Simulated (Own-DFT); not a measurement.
AlGa₃N₄ (wurtzite random alloy, strained, atoms displaced) (calculated)

A calculation, not a measurement: plane-wave density functional theory by an unreviewed code, no spin, of a simulated periodic cell, stress positive in tension, run twice, with PBE and with PBEsol, both on files made for PBE, so the change isn't that of files made for PBEsol, forces on such cells passed a denser k mesh, this cell's mesh not checked; the far tail of each file's local potential was reset to the Coulomb form; each entry is a single point on an unrelaxed cell, so the pressure reflects the starting lattice, mostly measured values (interpolated for alloys), from which strain is counted, and rises with the displacements; printed positions are rounded, which can move forces by about a meV/angstrom; the program, named Own-DFT, is a retired in-house code; no spin-orbit coupling; stress was not checked against mesh or cutoff. Program: Own-DFT development build.

Common to all runs: functional PBE, then PBEsol; potential files PseudoDojo norm-conserving, scalar-relativistic, standard set; wave cutoff 42 hartree; occupations Fermi-Dirac; smearing width 0.1 eV; k mesh 4 x 4 x 3 centred on Gamma.

(1) 
```cif
# cell vector a (Å): 9.7232 0.0000 0.0000
# cell vector b (Å): -4.8616 8.4205 0.0000
# cell vector c (Å): 0.0000 0.0000 10.2685
data_AlGa3N4
_symmetry_space_group_name_H-M 'P 1'
_symmetry_Int_Tables_number 1
_cell_length_a 9.7232
_cell_length_b 9.7232
_cell_length_c 10.2685
_cell_angle_alpha 90.000
_cell_angle_beta 90.000
_cell_angle_gamma 120.000
_cell_volume 840.73
loop_
_atom_site_label
_atom_site_type_symbol
_atom_site_fract_x
_atom_site_fract_y
_atom_site_fract_z
_atom_site_occupancy
Ga1 Ga 0.11038 0.22595 0.00785 1
Al1 Al 0.23028 0.10754 0.24774 1
N1 N 0.11890 0.22565 0.18395 1
N2 N 0.22135 0.11502 0.43959 1
Al2 Al 0.11192 0.22311 0.50060 1
Ga2 Ga 0.22172 0.10875 0.76098 1
N3 N 0.11287 0.21982 0.69671 1
N4 N 0.21835 0.10102 0.93977 1
Al3 Al 0.10504 0.54953 0.99578 1
Al4 Al 0.22016 0.44141 0.25642 1
N5 N 0.11265 0.56241 0.18321 1
N6 N 0.21558 0.44438 0.44504 1
Ga3 Ga 0.11439 0.55770 0.50765 1
Ga4 Ga 0.22059 0.43680 0.74534 1
N7 N 0.10778 0.54597 0.68652 1
N8 N 0.22266 0.44116 0.93680 1
Al5 Al 0.11067 0.88687 0.00299 1
Ga5 Ga 0.21097 0.77303 0.25059 1
N9 N 0.09847 0.88115 0.18043 1
N10 N 0.22880 0.78285 0.44091 1
Ga6 Ga 0.12237 0.89233 0.50281 1
Ga7 Ga 0.21833 0.78763 0.74700 1
N11 N 0.10648 0.88325 0.69475 1
N12 N 0.20852 0.76940 0.94234 1
Ga8 Ga 0.44551 0.21493 0.00203 1
Al6 Al 0.56476 0.11734 0.24995 1
N13 N 0.43714 0.21240 0.18942 1
N14 N 0.55164 0.10682 0.43993 1
Ga9 Ga 0.44998 0.23229 0.49728 1
Ga10 Ga 0.55323 0.11113 0.74640 1
N15 N 0.44357 0.22702 0.69214 1
N16 N 0.56406 0.11615 0.94438 1
Ga11 Ga 0.44223 0.54629 0.99847 1
Ga12 Ga 0.56286 0.43848 0.24478 1
N17 N 0.43387 0.55481 0.18135 1
N18 N 0.56642 0.44240 0.43438 1
Ga13 Ga 0.44798 0.55858 0.50648 1
Ga14 Ga 0.55847 0.44455 0.75538 1
N19 N 0.44135 0.55513 0.68465 1
N20 N 0.56467 0.44828 0.94402 1
Ga15 Ga 0.44841 0.88743 0.99278 1
Ga16 Ga 0.55873 0.78951 0.25241 1
N21 N 0.44942 0.89015 0.19134 1
N22 N 0.55500 0.77260 0.44328 1
Ga17 Ga 0.45232 0.89770 0.49727 1
Ga18 Ga 0.55361 0.76710 0.75352 1
N23 N 0.44657 0.88494 0.69033 1
N24 N 0.56163 0.78369 0.94503 1
Ga19 Ga 0.77025 0.21241 0.99938 1
Al7 Al 0.88762 0.10428 0.24398 1
N25 N 0.77656 0.22581 0.18818 1
N26 N 0.88158 0.10668 0.44116 1
Ga20 Ga 0.77195 0.22375 0.50542 1
Al8 Al 0.88789 0.11117 0.74886 1
N27 N 0.77882 0.21941 0.69025 1
N28 N 0.89554 0.11031 0.94153 1
Al9 Al 0.78030 0.56134 0.99477 1
Ga21 Ga 0.88885 0.44178 0.25556 1
N29 N 0.77998 0.55382 0.18723 1
N30 N 0.87571 0.44046 0.43632 1
Ga22 Ga 0.77622 0.54769 0.50440 1
Ga23 Ga 0.89780 0.44047 0.75683 1
N31 N 0.77850 0.55600 0.68830 1
N32 N 0.88680 0.43451 0.93712 1
Ga24 Ga 0.78260 0.88699 0.99661 1
Ga25 Ga 0.88792 0.77539 0.25388 1
N33 N 0.77666 0.88875 0.19905 1
N34 N 0.87944 0.77706 0.44456 1
Ga26 Ga 0.77539 0.89151 0.49688 1
Ga27 Ga 0.88210 0.77062 0.74715 1
N35 N 0.77607 0.89343 0.69590 1
N36 N 0.88298 0.78043 0.94502 1
_calc_PBE_pressure -0.96  # GPa
_calc_PBE_stress_xx 3.89  # GPa
_calc_PBE_stress_yy 3.58  # GPa
_calc_PBE_stress_zz -4.59  # GPa
_calc_PBE_stress_yz 0.02  # GPa
_calc_PBE_stress_xz 0.33  # GPa
_calc_PBE_stress_xy 0.07  # GPa
_calc_PBEsol_pressure -5.51  # GPa
_calc_PBEsol_stress_xx 8.39  # GPa
_calc_PBEsol_stress_yy 8.08  # GPa
_calc_PBEsol_stress_zz 0.05  # GPa
_calc_PBEsol_stress_yz 0.02  # GPa
_calc_PBEsol_stress_xz 0.33  # GPa
_calc_PBEsol_stress_xy 0.06  # GPa
_calc_rms_change_of_force_components_from_PBE_to_PBEsol 0.066  # eV/angstrom
```

Force:
| force element | PBE force x (eV/Å) | PBE force y (eV/Å) | PBE force z (eV/Å) | PBEsol force x (eV/Å) | PBEsol force y (eV/Å) | PBEsol force z (eV/Å) |
| --- | --- | --- | --- | --- | --- | --- |
| Ga | 0.585 | -0.264 | -2.362 | 0.575 | -0.255 | -2.299 |
| Al | -1.9 | -0.391 | 0.23 | -1.906 | -0.411 | 0.227 |
| N | -0.417 | -0.649 | 3.602 | -0.411 | -0.649 | 3.372 |
| N | 0.041 | 0.151 | -0.688 | 0.168 | 0.079 | -0.593 |
| Al | -0.561 | -0.533 | 0.315 | -0.559 | -0.526 | 0.339 |
| Ga | -0.261 | 0.132 | -1.82 | -0.258 | 0.148 | -1.759 |
| N | -0.864 | -1.035 | -1.667 | -0.73 | -0.931 | -1.547 |
| N | 0.334 | 0.255 | 2 | 0.34 | 0.395 | 1.881 |
| Al | 0.588 | 0.252 | 0.355 | 0.599 | 0.234 | 0.332 |
| Al | 0.064 | 0.82 | -1.154 | 0.047 | 0.826 | -1.149 |
| N | 0.559 | -1.914 | 0.565 | 0.448 | -1.799 | 0.674 |
| N | 1.042 | -0.952 | -0.897 | 1.003 | -0.792 | -0.771 |
| Ga | -0.88 | 0.051 | -1.779 | -0.834 | 0.046 | -1.711 |
| Ga | -0.097 | 0.559 | 0.74 | -0.085 | 0.534 | 0.736 |
| N | 0.062 | 1.152 | 1.45 | 0.052 | 1.11 | 1.396 |
| N | -0.848 | 0.612 | -0.007 | -0.715 | 0.53 | -0.048 |
| Al | -0.503 | -0.448 | -1.216 | -0.507 | -0.444 | -1.248 |
| Ga | 1.11 | 0.733 | -0.602 | 1.081 | 0.69 | -0.582 |
| N | 1.047 | 1.662 | 1.678 | 1.012 | 1.499 | 1.801 |
| N | -0.356 | -0.674 | 0.05 | -0.365 | -0.652 | 0.045 |
| Ga | -1.731 | -0.042 | -0.187 | -1.677 | -0.041 | -0.166 |
| Ga | 2.169 | -1.734 | 1.032 | 2.111 | -1.684 | 1.018 |
| N | -0.924 | 1.17 | -0.855 | -0.878 | 1.135 | -0.845 |
| N | 0.536 | 0.376 | -0.315 | 0.639 | 0.44 | -0.412 |
| Ga | -0.638 | 0.475 | -0.444 | -0.619 | 0.47 | -0.421 |
| Al | -0.686 | -1.233 | -0.128 | -0.693 | -1.211 | -0.135 |
| N | 1.345 | 0.068 | 0.621 | 1.37 | 0.223 | 0.489 |
| N | -0.04 | 1.572 | -0.954 | -0.031 | 1.528 | -0.789 |
| Ga | -0.347 | -1.257 | 0.433 | -0.327 | -1.228 | 0.439 |
| Ga | 0.368 | -0.104 | 0.452 | 0.365 | -0.092 | 0.445 |
| N | 0.296 | -0.576 | -0.207 | 0.303 | -0.564 | -0.203 |
| N | -1.599 | -1.467 | -1.454 | -1.561 | -1.44 | -1.424 |
| Ga | -0.532 | 1.022 | 0.15 | -0.517 | 0.991 | 0.173 |
| Ga | -1.562 | 0.83 | -0.223 | -1.501 | 0.814 | -0.2 |
| N | 0.705 | -0.391 | 2.309 | 0.801 | -0.324 | 2.177 |
| N | -1.748 | 0.432 | 0.315 | -1.695 | 0.4 | 0.316 |
| Ga | 0.192 | -0.585 | -2.371 | 0.175 | -0.543 | -2.281 |
| Ga | -0.177 | 0.099 | -0.5 | -0.173 | 0.082 | -0.483 |
| N | 0.765 | -0.663 | 2.044 | 0.748 | -0.637 | 1.987 |
| N | 0.005 | -0.623 | -0.143 | -0.147 | -0.684 | -0.209 |
| Ga | -1.073 | -0.255 | 1.22 | -1.019 | -0.246 | 1.208 |
| Ga | 0.292 | -2.022 | -0.302 | 0.29 | -1.974 | -0.299 |
| N | -1.498 | 1.448 | -0.213 | -1.438 | 1.297 | -0.244 |
| N | -0.659 | 0.593 | -0.272 | -0.638 | 0.598 | -0.278 |
| Ga | 0.211 | -1.706 | 0.586 | 0.199 | -1.664 | 0.587 |
| Ga | -0.288 | 1.364 | 0.017 | -0.278 | 1.343 | 0.013 |
| N | -0.806 | 0.34 | 0.21 | -0.8 | 0.348 | 0.192 |
| N | 0.083 | -1.331 | -0.865 | 0.076 | -1.293 | -0.873 |
| Ga | 1.9 | 1.135 | 0.324 | 1.84 | 1.124 | 0.324 |
| Al | -0.099 | 1.063 | 0.835 | -0.1 | 1.086 | 0.809 |
| N | 0.852 | -1.201 | 0.803 | 0.868 | -1.039 | 0.691 |
| N | 0.946 | 1.707 | -0.909 | 0.824 | 1.591 | -0.809 |
| Ga | 0.816 | -0.361 | -1.016 | 0.783 | -0.356 | -0.974 |
| Al | 0.527 | -0.237 | 0.524 | 0.526 | -0.219 | 0.524 |
| N | 0.148 | -0.089 | 0.795 | 0.013 | -0.01 | 0.712 |
| N | -0.967 | 0.059 | -0.793 | -0.947 | 0.053 | -0.643 |
| Al | 0.793 | -0.496 | 0.999 | 0.803 | -0.502 | 0.98 |
| Ga | 0.186 | 0.643 | -1.757 | 0.152 | 0.634 | -1.709 |
| N | 0.082 | 0.142 | -0.989 | 0.071 | 0.126 | -0.826 |
| N | 1.913 | 0.087 | 1.342 | 1.853 | 0.077 | 1.305 |
| Ga | -0.427 | 1.637 | -0.681 | -0.424 | 1.587 | -0.667 |
| Ga | -1.17 | -0.119 | -1.357 | -1.141 | -0.133 | -1.32 |
| N | 0.333 | -0.89 | 1.158 | 0.312 | -0.855 | 1.117 |
| N | -0.442 | 1.427 | 1.55 | -0.449 | 1.267 | 1.405 |
| Ga | -1.433 | 0.958 | 1.273 | -1.399 | 0.922 | 1.235 |
| Ga | -0.693 | -0.335 | 0.137 | -0.681 | -0.333 | 0.137 |
| N | 0.493 | 0.587 | -1.119 | 0.474 | 0.404 | -1.136 |
| N | 1.855 | -0.254 | -0.002 | 1.803 | -0.247 | -0.026 |
| Ga | 0.223 | -0.379 | 0.999 | 0.211 | -0.383 | 0.977 |
| Ga | -0.374 | 1.148 | 0.445 | -0.37 | 1.123 | 0.433 |
| N | 0.441 | -0.109 | -0.44 | 0.43 | -0.277 | -0.481 |
| N | 2.692 | -1.44 | -0.874 | 2.508 | -1.31 | -0.935 |

(2) 
```cif
# cell vector a (Å): 9.7232 0.0000 0.0000
# cell vector b (Å): -4.8616 8.4205 0.0000
# cell vector c (Å): 0.0000 0.0000 10.2685
data_AlGa3N4
_symmetry_space_group_name_H-M 'P 1'
_symmetry_Int_Tables_number 1
_cell_length_a 9.7232
_cell_length_b 9.7232
_cell_length_c 10.2685
_cell_angle_alpha 90.000
_cell_angle_beta 90.000
_cell_angle_gamma 120.000
_cell_volume 840.73
loop_
_atom_site_label
_atom_site_type_symbol
_atom_site_fract_x
_atom_site_fract_y
_atom_site_fract_z
_atom_site_occupancy
Ga1 Ga 0.11013 0.22014 0.00196 1
Ga2 Ga 0.21351 0.10166 0.25298 1
N1 N 0.11696 0.22679 0.19505 1
N2 N 0.21946 0.10820 0.43594 1
Ga3 Ga 0.11117 0.21489 0.50080 1
Ga4 Ga 0.22171 0.11366 0.75029 1
N3 N 0.11293 0.22444 0.68556 1
N4 N 0.22935 0.11508 0.93347 1
Al1 Al 0.11920 0.55569 0.99289 1
Ga5 Ga 0.22933 0.45136 0.26062 1
N5 N 0.10368 0.54967 0.19417 1
N6 N 0.22013 0.44381 0.43695 1
Ga6 Ga 0.10289 0.56157 0.50420 1
Al2 Al 0.21427 0.44244 0.74461 1
N7 N 0.11698 0.56073 0.68666 1
N8 N 0.22532 0.44906 0.94082 1
Ga7 Ga 0.10528 0.88250 0.00283 1
Ga8 Ga 0.21814 0.77568 0.25627 1
N9 N 0.10321 0.88412 0.18901 1
N10 N 0.22339 0.78621 0.43770 1
Ga9 Ga 0.11356 0.89269 0.49884 1
Al3 Al 0.22879 0.78520 0.75538 1
N11 N 0.10846 0.88382 0.69133 1
N12 N 0.21444 0.76969 0.94228 1
Al4 Al 0.44055 0.22488 0.99309 1
Ga10 Ga 0.55511 0.11138 0.25285 1
N13 N 0.45397 0.23104 0.18660 1
N14 N 0.56039 0.11256 0.43179 1
Al5 Al 0.44293 0.21917 0.49545 1
Al6 Al 0.56211 0.11442 0.75547 1
N15 N 0.43872 0.22163 0.69072 1
N16 N 0.55787 0.10949 0.93447 1
Ga11 Ga 0.44335 0.55035 0.99582 1
Ga12 Ga 0.55864 0.45137 0.23916 1
N17 N 0.44320 0.54749 0.18465 1
N18 N 0.54791 0.43933 0.44256 1
Ga13 Ga 0.42736 0.53986 0.50580 1
Ga14 Ga 0.55758 0.45048 0.75661 1
N19 N 0.44602 0.55359 0.68170 1
N20 N 0.56365 0.44313 0.93634 1
Ga15 Ga 0.43704 0.88065 0.99283 1
Ga16 Ga 0.56907 0.78544 0.24996 1
N21 N 0.43331 0.88558 0.19219 1
N22 N 0.55768 0.78018 0.43618 1
Ga17 Ga 0.43826 0.88694 0.50191 1
Ga18 Ga 0.56136 0.77143 0.75394 1
N23 N 0.45010 0.89162 0.68548 1
N24 N 0.54774 0.77394 0.93586 1
Ga19 Ga 0.79132 0.21830 0.00490 1
Ga20 Ga 0.89229 0.11433 0.24931 1
N25 N 0.78044 0.21901 0.17915 1
N26 N 0.89981 0.12271 0.44669 1
Ga21 Ga 0.77756 0.21914 0.49276 1
Al7 Al 0.87895 0.10333 0.74181 1
N27 N 0.77157 0.22017 0.68960 1
N28 N 0.88675 0.11757 0.93892 1
Ga22 Ga 0.76428 0.55864 0.00242 1
Al8 Al 0.88805 0.43860 0.24853 1
N29 N 0.77206 0.55928 0.17928 1
N30 N 0.88916 0.44338 0.44693 1
Ga23 Ga 0.78223 0.55481 0.49084 1
Ga24 Ga 0.88769 0.44134 0.74719 1
N31 N 0.77223 0.55588 0.68754 1
N32 N 0.88024 0.43336 0.94434 1
Ga25 Ga 0.76766 0.87932 0.99469 1
Ga26 Ga 0.89107 0.78108 0.24369 1
N33 N 0.77687 0.89092 0.18866 1
N34 N 0.90317 0.78093 0.43457 1
Al9 Al 0.78066 0.88763 0.49475 1
Ga27 Ga 0.89455 0.78141 0.74821 1
N35 N 0.77124 0.88239 0.68228 1
N36 N 0.89106 0.78035 0.94320 1
_calc_PBE_pressure -0.48  # GPa
_calc_PBE_stress_xx 2.54  # GPa
_calc_PBE_stress_yy 5.08  # GPa
_calc_PBE_stress_zz -6.17  # GPa
_calc_PBE_stress_yz -0.27  # GPa
_calc_PBE_stress_xz 0.02  # GPa
_calc_PBE_stress_xy -0.88  # GPa
_calc_PBEsol_pressure -5.05  # GPa
_calc_PBEsol_stress_xx 7.11  # GPa
_calc_PBEsol_stress_yy 9.5  # GPa
_calc_PBEsol_stress_zz -1.46  # GPa
_calc_PBEsol_stress_yz -0.26  # GPa
_calc_PBEsol_stress_xz 0.04  # GPa
_calc_PBEsol_stress_xy -0.83  # GPa
_calc_rms_change_of_force_components_from_PBE_to_PBEsol 0.069  # eV/angstrom
```

Force:
| force element | PBE force x (eV/Å) | PBE force y (eV/Å) | PBE force z (eV/Å) | PBEsol force x (eV/Å) | PBEsol force y (eV/Å) | PBEsol force z (eV/Å) |
| --- | --- | --- | --- | --- | --- | --- |
| Ga | 0.176 | 0.21 | -0.083 | 0.168 | 0.205 | -0.068 |
| Ga | 0.841 | 1.314 | -1.386 | 0.792 | 1.28 | -1.325 |
| N | -0.269 | -0.508 | -0.55 | -0.268 | -0.515 | -0.545 |
| N | 1.165 | 0.532 | 1.162 | 1.015 | 0.444 | 1.085 |
| Ga | 0.253 | 1.382 | -0.381 | 0.233 | 1.347 | -0.368 |
| Ga | 0.188 | -0.276 | -0.855 | 0.181 | -0.256 | -0.824 |
| N | -1.264 | -0.148 | 1.377 | -1.126 | -0.239 | 1.241 |
| N | -0.656 | -0.408 | 1.737 | -0.792 | -0.474 | 1.624 |
| Al | -1.956 | -0.921 | 1.509 | -1.951 | -0.919 | 1.527 |
| Ga | -0.364 | -0.212 | -2.572 | -0.353 | -0.219 | -2.499 |
| N | 0.134 | 0.264 | -0.913 | 0.267 | 0.342 | -0.826 |
| N | -0.964 | -0.228 | 2.253 | -0.907 | -0.218 | 2.185 |
| Ga | 1.528 | 0.072 | -1.044 | 1.479 | 0.057 | -1 |
| Al | 1.03 | 0.215 | 0.394 | 1.049 | 0.21 | 0.387 |
| N | 0.064 | 0.302 | 1.666 | -0.072 | 0.252 | 1.52 |
| N | -0.392 | -0.635 | -1.545 | -0.228 | -0.695 | -1.447 |
| Ga | 0.674 | 0.945 | -0.47 | 0.646 | 0.91 | -0.442 |
| Ga | 0.11 | -0.52 | -1.619 | 0.119 | -0.498 | -1.564 |
| N | 1.023 | 0.58 | -0.066 | 0.989 | 0.57 | -0.07 |
| N | 0.023 | -0.87 | 1.222 | 0.019 | -0.846 | 1.184 |
| Ga | 0.264 | -0.114 | 0.689 | 0.248 | -0.126 | 0.656 |
| Al | -0.003 | -0.419 | -0.953 | 0 | -0.414 | -0.961 |
| N | 1.155 | 0.59 | 0.069 | 0.997 | 0.641 | 0.013 |
| N | 0.086 | -0.002 | -1.095 | 0.086 | 0.162 | -0.983 |
| Al | 1.838 | -0.716 | 0.862 | 1.836 | -0.706 | 0.858 |
| Ga | -0.178 | -0.198 | -2.496 | -0.172 | -0.207 | -2.422 |
| N | -0.794 | -1.284 | -0.939 | -0.761 | -1.242 | -0.793 |
| N | -1.163 | 0.127 | 2.11 | -1.025 | 0.072 | 1.999 |
| Al | 0.21 | 0.556 | 0.585 | 0.206 | 0.535 | 0.574 |
| Al | -1.015 | -0.298 | -1.204 | -1.019 | -0.297 | -1.229 |
| N | 1.483 | -0.215 | -0.856 | 1.341 | -0.167 | -0.744 |
| N | -0.847 | -0.045 | 0.917 | -0.741 | -0.117 | 1.031 |
| Ga | -0.167 | -0.006 | 0.475 | -0.17 | -0.001 | 0.484 |
| Ga | -0.079 | -1.175 | 1.976 | -0.093 | -1.143 | 1.92 |
| N | -0.83 | 1.655 | 0.003 | -0.794 | 1.605 | -0.005 |
| N | 0.766 | -0.222 | -0.886 | 0.745 | -0.072 | -0.913 |
| Ga | 1.552 | 1.514 | -2.139 | 1.529 | 1.48 | -2.077 |
| Ga | 0.176 | -0.957 | -2.604 | 0.175 | -0.916 | -2.542 |
| N | -1.353 | -0.267 | 3.241 | -1.225 | -0.211 | 3.128 |
| N | -2.405 | -0.929 | 0.849 | -2.347 | -0.741 | 0.774 |
| Ga | -0.338 | 1.648 | 1.391 | -0.326 | 1.611 | 1.376 |
| Ga | -2.413 | -1.29 | 0.07 | -2.356 | -1.257 | 0.09 |
| N | 1.273 | 0.192 | -0.85 | 1.241 | 0.195 | -0.833 |
| N | 0.616 | -0.012 | 0.892 | 0.485 | -0.056 | 0.806 |
| Ga | 1.377 | 0.247 | -0.849 | 1.359 | 0.229 | -0.83 |
| Ga | -1.407 | 0.076 | -2.149 | -1.359 | 0.071 | -2.105 |
| N | -0.855 | 0.053 | 2 | -0.744 | -0.003 | 1.851 |
| N | 0.915 | -0.47 | 0.758 | 0.908 | -0.461 | 0.721 |
| Ga | -3.34 | 0.976 | -2.004 | -3.256 | 0.944 | -1.941 |
| Ga | 0.195 | 0.2 | 0.196 | 0.19 | 0.202 | 0.179 |
| N | -0.446 | 0.744 | 4.116 | -0.415 | 0.603 | 3.968 |
| N | -0.643 | -2.57 | -1.097 | -0.628 | -2.399 | -1.115 |
| Ga | -0.452 | 0.186 | 1.397 | -0.432 | 0.197 | 1.38 |
| Al | 0.263 | 0.87 | 0.476 | 0.28 | 0.86 | 0.47 |
| N | 0.911 | -0.653 | -0.335 | 0.916 | -0.484 | -0.421 |
| N | 2.833 | -2.486 | -2.108 | 2.754 | -2.404 | -1.932 |
| Ga | 3.191 | -0.114 | -1.556 | 3.092 | -0.111 | -1.502 |
| Al | -0.307 | 0.346 | -0.542 | -0.337 | 0.339 | -0.518 |
| N | 1.807 | -0.136 | 2.909 | 1.658 | -0.082 | 2.787 |
| N | -0.155 | -0.378 | -2.384 | -0.159 | -0.354 | -2.221 |
| Ga | -1.895 | 0.099 | 1.159 | -1.835 | 0.096 | 1.163 |
| Ga | -0.621 | 0.305 | 0.902 | -0.625 | 0.284 | 0.871 |
| N | 1.051 | 0.362 | -0.028 | 1.033 | 0.353 | -0.022 |
| N | 1.007 | 2.096 | -0.608 | 0.918 | 1.979 | -0.639 |
| Ga | 0.334 | 1.545 | 0.445 | 0.334 | 1.505 | 0.459 |
| Ga | -0.644 | -0.799 | 0.477 | -0.616 | -0.774 | 0.467 |
| N | 0.949 | 0.557 | -0.576 | 0.92 | 0.528 | -0.561 |
| N | -2.319 | -0.116 | 0.193 | -2.16 | -0.167 | 0.142 |
| Al | -0.419 | -0.291 | -0.056 | -0.401 | -0.289 | -0.079 |
| Ga | -0.653 | -0.99 | -0.012 | -0.64 | -0.973 | -0.012 |
| N | 1.018 | 1.372 | 0.191 | 0.987 | 1.202 | 0.304 |
| N | -0.877 | -0.257 | -0.861 | -0.864 | -0.257 | -0.844 |
